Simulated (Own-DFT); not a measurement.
## Calculated data, SiC (twinned 3C silicon carbide, strained, atoms displaced)

A calculation, not a measurement: plane-wave PBE density functional theory by an unreviewed code, no spin, of a simulated periodic cell, stress positive in tension, free energy of the whole cell less one offset for each atom, forces on such cells passed a denser k mesh, this cell's mesh not checked; offsets are fitted by least squares, one for each functional and potential file, so energies compare only between cells with the same atoms and settings and are not formation energies; the far tail of each file's local potential was reset to the Coulomb form; each entry is a single point on an unrelaxed cell, so the pressure reflects the starting lattice, mostly measured values (interpolated for alloys), from which strain is counted, and rises with the displacements; printed positions are rounded, which can move forces by about a meV/angstrom; the program, named Own-DFT, is a retired in-house code; no spin-orbit coupling. Program: Own-DFT development build.

Settings shared by all entries: functional PBE; potential files PseudoDojo norm-conserving, scalar-relativistic, standard set; wave cutoff 42 hartree; occupations Fermi-Dirac; smearing width 0.1 eV; k mesh 5 x 5 x 2 centred on Gamma.

```json
{"entry": 1, "formula": "SiC", "kind": "twinned 3C silicon carbide, strained, atoms displaced", "structure": {"cell_angstrom": [[4.3543, -4.4767, 0.005], [0.0172, 4.4989, -4.4212], [8.2946, 8.5295, 8.3397]], "atoms_fractional": [["Si", 0.0027, 0.99947, 0.43809], ["C", 0.00081, 0.00568, 0.06068], ["Si", 0.16291, 0.31432, 0.10629], ["C", 0.15292, 0.32564, 0.23289], ["Si", 0.33059, 0.17375, 0.27298], ["C", 0.32831, 0.1709, 0.3935], ["Si", 0.00093, 0.49941, 0.43881], ["C", 0.0117, 0.49378, 0.06403], ["Si", 0.15188, 0.82758, 0.10238], ["C", 0.19106, 0.85907, 0.23235], ["Si", 0.32303, 0.66222, 0.26512], ["C", 0.3188, 0.66529, 0.39648], ["Si", 0.50725, 0.99685, 0.43466], ["C", 0.50607, 0.98995, 0.06479], ["Si", 0.66729, 0.34558, 0.10777], ["C", 0.65625, 0.33413, 0.22627], ["Si", 0.82652, 0.164, 0.27071], ["C", 0.83027, 0.16753, 0.39376], ["Si", 0.48805, 0.50147, 0.4387], ["C", 0.51618, 0.50759, 0.06424], ["Si", 0.66641, 0.82188, 0.10584], ["C", 0.67615, 0.83464, 0.23367], ["Si", 0.83177, 0.67726, 0.26975], ["C", 0.84105, 0.67661, 0.39155], ["Si", 0.00089, 0.00036, 0.93725], ["C", 0.99985, 0.01308, 0.56384], ["Si", 0.84542, 0.67977, 0.60454], ["C", 0.83112, 0.65349, 0.72864], ["Si", 0.66824, 0.84069, 0.7666], ["C", 0.68488, 0.84467, 0.89851], ["Si", 0.00058, 0.4956, 0.93549], ["C", 0.98804, 0.49228, 0.56362], ["Si", 0.84362, 0.17865, 0.60462], ["C", 0.81787, 0.15543, 0.73252], ["Si", 0.6748, 0.342, 0.76786], ["C", 0.66144, 0.32698, 0.89517], ["Si", 0.51976, 0.00394, 0.93553], ["C", 0.50927, 0.9948, 0.57035], ["Si", 0.33339, 0.67233, 0.60542], ["C", 0.32664, 0.6659, 0.72748], ["Si", 0.17707, 0.83891, 0.77415], ["C", 0.16478, 0.82583, 0.89867], ["Si", 0.49583, 0.50988, 0.93765], ["C", 0.49665, 0.50019, 0.56355], ["Si", 0.32193, 0.17048, 0.60355], ["C", 0.3394, 0.16745, 0.73532], ["Si", 0.16751, 0.33019, 0.77528], ["C", 0.15105, 0.33575, 0.89496]]}, "results": {"free_energy_of_cell_above_offsets [eV]": "-2.913", "pressure [GPa]": 7.65, "stress_xx [GPa]": -10.96, "stress_yy [GPa]": -1.92, "stress_zz [GPa]": -10.07, "stress_yz [GPa]": -9.83, "stress_xz [GPa]": -10.08, "stress_xy [GPa]": -9.47, "force_element": ["Si", "C", "Si", "C", "Si", "C", "Si", "C", "Si", "C", "Si", "C", "Si", "C", "Si", "C", "Si", "C", "Si", "C", "Si", "C", "Si", "C", "Si", "C", "Si", "C", "Si", "C", "Si", "C", "Si", "C", "Si", "C", "Si", "C", "Si", "C", "Si", "C", "Si", "C", "Si", "C", "Si", "C"], "force_x [eV/angstrom]": [-1.131, 0.371, 0.577, 0.283, -0.416, 2.369, -1.81, -0.643, 2.222, -3.155, 1.51, 0.797, -0.297, -0.48, -1.197, 2.814, -1.002, 1.379, 0.096, -1.747, 0.104, -2.148, 0.917, 0.871, 0.917, -0.201, -1.751, 1.399, 0.036, -2.871, -0.338, 1.451, -0.869, 1.672, -0.263, 0.55, -0.635, -2.154, -0.982, 1.593, -1.395, 0.858, 0.177, 0.801, 2.524, -1.645, -1.886, 2.73], "force_y [eV/angstrom]": [-0.27, -0.142, 0.949, -0.64, -1.018, 0.916, 0.326, 1.442, -1.701, -0.49, 0.557, -1.386, 2.095, 1.311, -4.557, 1.821, 0.039, 0.445, -1.484, 0.709, 1.285, 0.889, -2.374, 1.744, -1.28, -0.555, -0.33, 1.663, -0.605, -0.628, 1.977, 0.661, 0.648, -0.736, 0.066, 0.96, 1.806, 0.477, -1.418, 0.736, -0.415, 0.255, -1.59, 0.734, -1.24, 0.303, -1.323, -0.633], "force_z [eV/angstrom]": [-1.003, 2.011, -2.16, -0.978, -1.203, 1.593, -0.655, 0.155, -0.496, 1.223, 0.26, -0.557, 0.563, -0.851, -0.02, 1.283, -0.815, 0.781, -1.008, 1.038, -1.729, -0.659, 0.525, 2.688, -0.745, 0.984, 0.661, -2.316, 2.505, 0.364, 0.269, -1.543, 1.659, -2.519, 2.133, -0.975, 1.084, -2.317, 0.118, 1.69, 0.111, -0.691, 0.348, -0.011, 0.459, -0.935, -1.697, 1.379]}}
{"entry": 2, "formula": "SiC", "kind": "twinned 3C silicon carbide, strained, atoms displaced", "structure": {"cell_angstrom": [[4.429, -4.3409, -0.0561], [0.0603, 4.3451, -4.2778], [8.7795, 8.7153, 8.4602]], "atoms_fractional": [["Si", 0.00032, 0.99614, 0.43966], ["C", 0.01846, 0.0171, 0.06522], ["Si", 0.16083, 0.32187, 0.10262], ["C", 0.15158, 0.33231, 0.23219], ["Si", 0.33788, 0.17896, 0.26601], ["C", 0.34034, 0.15875, 0.39864], ["Si", 0.00152, 0.49203, 0.43101], ["C", 0.00287, 0.50684, 0.0657], ["Si", 0.16832, 0.85191, 0.10157], ["C", 0.16275, 0.83, 0.23216], ["Si", 0.33586, 0.67213, 0.27174], ["C", 0.33418, 0.67282, 0.39676], ["Si", 0.49843, 0.98858, 0.43569], ["C", 0.51157, 0.00984, 0.06379], ["Si", 0.65852, 0.338, 0.10143], ["C", 0.68134, 0.3288, 0.22282], ["Si", 0.82735, 0.16934, 0.27225], ["C", 0.82748, 0.17351, 0.3991], ["Si", 0.48746, 0.48643, 0.43908], ["C", 0.48791, 0.48731, 0.06879], ["Si", 0.66365, 0.8226, 0.10324], ["C", 0.66687, 0.83182, 0.22713], ["Si", 0.83478, 0.6777, 0.27182], ["C", 0.83748, 0.67385, 0.39115], ["Si", 0.97556, 0.97934, 0.93787], ["C", 0.00499, 0.00129, 0.56103], ["Si", 0.84365, 0.67834, 0.60289], ["C", 0.82135, 0.64876, 0.7318], ["Si", 0.65857, 0.83359, 0.77537], ["C", 0.66249, 0.83857, 0.89689], ["Si", 0.00618, 0.49654, 0.93722], ["C", 0.99833, 0.50433, 0.55732], ["Si", 0.8228, 0.16013, 0.60823], ["C", 0.82199, 0.16868, 0.73089], ["Si", 0.66577, 0.33548, 0.77704], ["C", 0.65856, 0.3332, 0.89369], ["Si", 0.50922, 0.0112, 0.93269], ["C", 0.51153, 0.99565, 0.5622], ["Si", 0.31751, 0.65362, 0.60554], ["C", 0.34583, 0.66673, 0.73345], ["Si", 0.16829, 0.83454, 0.77202], ["C", 0.15133, 0.83942, 0.89137], ["Si", 0.50288, 0.51729, 0.9332], ["C", 0.49609, 0.49201, 0.56213], ["Si", 0.33346, 0.1692, 0.60851], ["C", 0.33423, 0.16629, 0.72708], ["Si", 0.17747, 0.35361, 0.7689], ["C", 0.16479, 0.34482, 0.89714]]}, "results": {"free_energy_of_cell_above_offsets [eV]": "-3.219", "pressure [GPa]": 6.4, "stress_xx [GPa]": 0.77, "stress_yy [GPa]": -6.83, "stress_zz [GPa]": -13.16, "stress_yz [GPa]": 1.43, "stress_xz [GPa]": -5.62, "stress_xy [GPa]": -1.14, "force_element": ["Si", "C", "Si", "C", "Si", "C", "Si", "C", "Si", "C", "Si", "C", "Si", "C", "Si", "C", "Si", "C", "Si", "C", "Si", "C", "Si", "C", "Si", "C", "Si", "C", "Si", "C", "Si", "C", "Si", "C", "Si", "C", "Si", "C", "Si", "C", "Si", "C", "Si", "C", "Si", "C", "Si", "C"], "force_x [eV/angstrom]": [-0.665, -4.793, 1.43, 0.883, 0.79, -1.773, 0.745, -1.196, 2.181, -0.191, -0.647, -0.697, 1.562, -1.701, 2.324, -0.848, 0.406, -0.661, 0.852, -1.085, 0.701, -0.01, -0.793, 0.452, 2.938, 1.242, -1.407, 1.15, 0.244, 0.064, -0.51, 0.82, -0.237, 1.662, -2.703, 2.245, -0.826, -1.118, 0.853, -1.362, -1.785, 2.171, -0.426, 1.044, -1.167, 1.229, -1.26, -0.126], "force_y [eV/angstrom]": [-0.82, -0.624, 3.727, -1.392, -0.15, 0.684, 2.493, -0.465, -2.138, -0.105, -0.545, -1.788, 1.538, -0.864, -2.153, 3.835, -1.226, -2.539, -0.868, -0.371, 1.224, 0.98, -1.992, 1.293, 0.429, 1.712, 0.083, 0.671, -2.69, 0.056, 2.987, 0.4, -1.155, -0.622, -1.927, 1.405, 3.006, 1.508, -1.128, 1.364, -0.329, -0.626, 0.192, 1.007, -2.703, 1.823, -0.577, -2.62], "force_z [eV/angstrom]": [-1.277, 1.159, -1.43, -0.919, 1.823, -1.336, -0.843, -1.066, 3.073, -2.171, 0.083, 1.033, -0.118, -0.088, 0.847, -0.444, 1.031, 0.724, -1.156, -3.269, -0.562, 0.006, 0.262, 2.07, -2.514, 0.274, 1.935, -2.934, -1.612, -0.291, -0.657, 1.541, -1.601, 0.432, -0.991, -0.021, 2.128, 0.961, -1.625, -2.156, -0.512, 1.629, 4.036, -0.43, -0.799, 1.066, 3.898, 0.813]}}
{"entry": 3, "formula": "SiC", "kind": "twinned 3C silicon carbide, strained, atoms displaced", "structure": {"cell_angstrom": [[4.3729, -4.4635, -0.0368], [-0.0424, 4.3843, -4.2764], [8.6389, 8.8936, 8.7624]], "atoms_fractional": [["Si", 0.9777, 0.98709, 0.44369], ["C", 0.99716, 0.98924, 0.07008], ["Si", 0.162, 0.32755, 0.10124], ["C", 0.16232, 0.32745, 0.23078], ["Si", 0.3369, 0.1767, 0.26895], ["C", 0.33165, 0.16619, 0.39458], ["Si", 0.01033, 0.50367, 0.43398], ["C", 0.99436, 0.50573, 0.0623], ["Si", 0.17682, 0.8393, 0.10965], ["C", 0.15997, 0.83991, 0.23317], ["Si", 0.33867, 0.66973, 0.27094], ["C", 0.34108, 0.66384, 0.39739], ["Si", 0.50984, 0.9985, 0.44138], ["C", 0.49778, 0.00407, 0.06625], ["Si", 0.67561, 0.34758, 0.10343], ["C", 0.67958, 0.333, 0.23056], ["Si", 0.84355, 0.16621, 0.26487], ["C", 0.83752, 0.18038, 0.39228], ["Si", 0.49193, 0.50121, 0.43968], ["C", 0.50487, 0.49576, 0.05712], ["Si", 0.68034, 0.82813, 0.11193], ["C", 0.6728, 0.84441, 0.23054], ["Si", 0.82934, 0.65049, 0.26791], ["C", 0.82862, 0.66313, 0.39742], ["Si", 0.01516, 0.02062, 0.93859], ["C", 0.02243, 0.00834, 0.56302], ["Si", 0.83523, 0.67674, 0.60349], ["C", 0.84467, 0.68252, 0.72834], ["Si", 0.65177, 0.83404, 0.77439], ["C", 0.67498, 0.84776, 0.89216], ["Si", 0.00792, 0.51789, 0.94805], ["C", 0.0055, 0.50636, 0.55867], ["Si", 0.82814, 0.15662, 0.60547], ["C", 0.81865, 0.15272, 0.72801], ["Si", 0.66964, 0.33165, 0.76785], ["C", 0.67359, 0.34737, 0.89363], ["Si", 0.51852, 0.01436, 0.93359], ["C", 0.48978, 0.99105, 0.56658], ["Si", 0.32349, 0.6539, 0.60479], ["C", 0.3208, 0.67869, 0.7313], ["Si", 0.17239, 0.84836, 0.76795], ["C", 0.16825, 0.82947, 0.89645], ["Si", 0.50476, 0.50009, 0.93788], ["C", 0.49608, 0.49393, 0.56562], ["Si", 0.33335, 0.16355, 0.60929], ["C", 0.33479, 0.14402, 0.73181], ["Si", 0.16357, 0.32589, 0.77094], ["C", 0.1697, 0.33124, 0.89628]]}, "results": {"free_energy_of_cell_above_offsets [eV]": "-3.523", "pressure [GPa]": 4.52, "stress_xx [GPa]": -5.48, "stress_yy [GPa]": 1.85, "stress_zz [GPa]": -9.94, "stress_yz [GPa]": 4.05, "stress_xz [GPa]": 2.14, "stress_xy [GPa]": -3.79, "force_element": ["Si", "C", "Si", "C", "Si", "C", "Si", "C", "Si", "C", "Si", "C", "Si", "C", "Si", "C", "Si", "C", "Si", "C", "Si", "C", "Si", "C", "Si", "C", "Si", "C", "Si", "C", "Si", "C", "Si", "C", "Si", "C", "Si", "C", "Si", "C", "Si", "C", "Si", "C", "Si", "C", "Si", "C"], "force_x [eV/angstrom]": [0.572, -0.541, 1.13, 0.392, 1.365, 0.164, -0.044, 2.595, -0.329, 0.383, 0.045, -0.843, -1.41, 0.895, -0.759, -2.443, 1.229, -0.24, 0.649, 0.82, -3.194, -0.934, 2.235, -0.529, -1.071, -1.957, 0.312, -1.708, -0.475, 1.429, -3.134, -0.64, 0.012, 1.636, 1.258, 0.716, -0.691, 0.656, 0.767, 0.091, -0.863, 0.814, -0.752, 0.455, 0.52, 0.83, -0.213, 0.801], "force_y [eV/angstrom]": [-2.341, -0.803, 0.548, -0.919, 0.183, 0.344, 1.55, 0.364, -0.271, -1.974, 0.916, 0.624, 1.066, -1.682, -0.456, -0.232, 2.536, -0.912, -2.341, 2.622, 0.424, -1.399, 3.078, -0.293, -1.377, 2.335, -0.927, 0.575, -2.409, 0.668, -3.348, 0.724, -0.108, 0.023, 0.729, -0.362, 1.564, -0.984, 0.495, -2.912, 0.478, 0.799, -0.443, 0.42, -1.39, 2.71, 0.705, 1.403], "force_z [eV/angstrom]": [-3.326, -1.861, -0.195, -2.718, 1.752, 0.835, 0.106, 1.662, -0.271, 0.383, 0.072, -1.429, -1.683, -0.27, 1.975, -0.335, 1.097, 1.993, 1.423, 0.955, -1.735, 2.61, -0.81, 0.003, 3.193, 0.894, 1.127, 1.077, -0.299, 1.911, -1.867, 1.664, -1.317, -1.28, -0.801, 0.264, 1.676, -0.826, -0.253, 1.685, 6.414, -1.791, -1.825, -0.647, -0.748, -6.272, -0.399, -1.813]}}
{"entry": 4, "formula": "SiC", "kind": "twinned 3C silicon carbide, strained, atoms displaced", "structure": {"cell_angstrom": [[4.2826, -4.2719, 0.0647], [0.0679, 4.4046, -4.4227], [8.9523, 8.8014, 8.7018]], "atoms_fractional": [["Si", 0.99839, 0.00579, 0.43988], ["C", 0.99059, 0.99926, 0.06343], ["Si", 0.17137, 0.33124, 0.10707], ["C", 0.15408, 0.32335, 0.22823], ["Si", 0.32443, 0.16304, 0.26599], ["C", 0.33678, 0.15885, 0.40013], ["Si", 0.0018, 0.50669, 0.43944], ["C", 0.00286, 0.50696, 0.06011], ["Si", 0.15329, 0.82342, 0.09774], ["C", 0.17279, 0.84468, 0.22194], ["Si", 0.31948, 0.65905, 0.27476], ["C", 0.33238, 0.68417, 0.39404], ["Si", 0.50001, 0.00993, 0.43684], ["C", 0.50718, 0.99671, 0.06333], ["Si", 0.65204, 0.32303, 0.10443], ["C", 0.66583, 0.3301, 0.22867], ["Si", 0.81293, 0.1498, 0.26567], ["C", 0.82712, 0.16921, 0.39785], ["Si", 0.51146, 0.5108, 0.43891], ["C", 0.49639, 0.48817, 0.06113], ["Si", 0.65706, 0.83915, 0.09636], ["C", 0.66074, 0.82681, 0.22753], ["Si", 0.83034, 0.67451, 0.27052], ["C", 0.82826, 0.67321, 0.39755], ["Si", 0.00696, 0.0055, 0.9379], ["C", 0.97894, 0.97953, 0.56], ["Si", 0.83609, 0.67489, 0.60864], ["C", 0.84188, 0.67006, 0.73116], ["Si", 0.66715, 0.82949, 0.77219], ["C", 0.6701, 0.83265, 0.89728], ["Si", 0.01443, 0.48669, 0.9378], ["C", 0.0005, 0.49032, 0.56208], ["Si", 0.84, 0.17057, 0.60847], ["C", 0.82534, 0.14236, 0.72741], ["Si", 0.65974, 0.33158, 0.77046], ["C", 0.67688, 0.33124, 0.89671], ["Si", 0.51402, 0.00183, 0.93995], ["C", 0.51034, 0.99233, 0.56241], ["Si", 0.33325, 0.65543, 0.60438], ["C", 0.33697, 0.66931, 0.72927], ["Si", 0.16702, 0.83503, 0.77103], ["C", 0.17522, 0.83915, 0.89365], ["Si", 0.49539, 0.49477, 0.93648], ["C", 0.51236, 0.49351, 0.55717], ["Si", 0.33154, 0.14541, 0.60335], ["C", 0.33976, 0.18067, 0.72786], ["Si", 0.16428, 0.3424, 0.7705], ["C", 0.167, 0.33174, 0.8891]]}, "results": {"free_energy_of_cell_above_offsets [eV]": "-4.727", "pressure [GPa]": 3.35, "stress_xx [GPa]": -4.15, "stress_yy [GPa]": -3.89, "stress_zz [GPa]": -2.01, "stress_yz [GPa]": -3.65, "stress_xz [GPa]": 0.8, "stress_xy [GPa]": 8.42, "force_element": ["Si", "C", "Si", "C", "Si", "C", "Si", "C", "Si", "C", "Si", "C", "Si", "C", "Si", "C", "Si", "C", "Si", "C", "Si", "C", "Si", "C", "Si", "C", "Si", "C", "Si", "C", "Si", "C", "Si", "C", "Si", "C", "Si", "C", "Si", "C", "Si", "C", "Si", "C", "Si", "C", "Si", "C"], "force_x [eV/angstrom]": [-0.924, 0.627, -1.564, 0.766, 1.443, -1.994, -1.077, -0.209, 1.589, -0.413, -0.806, 0.74, 0.967, -2.578, 1.607, -0.526, 1.903, 0.476, -2.573, -0.139, 2.324, -1.334, 0.417, 0.843, -0.396, 2.868, -1.308, -0.973, 0.075, -0.141, -1.117, 0.887, -1.677, 1.574, 1.409, -0.56, -1.617, -0.704, 0.284, -0.519, 1.192, 0.694, 0.985, 0.51, -0.264, -1.213, -1.114, 1.561], "force_y [eV/angstrom]": [-0.654, -1.136, 0.734, 0.686, 0.565, 1.609, -0.272, -0.904, 0.832, 0.194, -1.003, -0.614, -0.78, 2.072, -0.868, 0.69, 0.912, -1.369, 0.218, 0.735, -1.139, 0.127, -1.091, -1.764, -0.827, 0.893, -1.994, 0.148, -0.028, -0.558, 2.633, 1.396, -1.488, 2.282, -1.043, 0.28, 0.314, 0.768, -0.78, 0.109, -0.058, 0.09, -0.997, 2.262, 0.661, -0.134, -1.671, -0.032], "force_z [eV/angstrom]": [-0.198, -1.426, -0.378, -0.461, 1.107, -3.032, 0.15, 1.824, -0.068, 1.894, -1.594, 1.65, 1.9, -1.854, -0.595, -1.001, 0.573, -1.487, 0.646, -1.267, 4.183, -0.211, 0.593, -1.436, 0.445, -1.011, 1.031, 0.635, 0.584, 0.244, -2.06, -0.174, 0.031, -1.645, 0.297, -0.308, -0.735, 0.543, -0.855, 0.203, -0.834, 1.149, -0.158, 2.084, -1.588, 1.132, 0.062, 1.415]}}
```
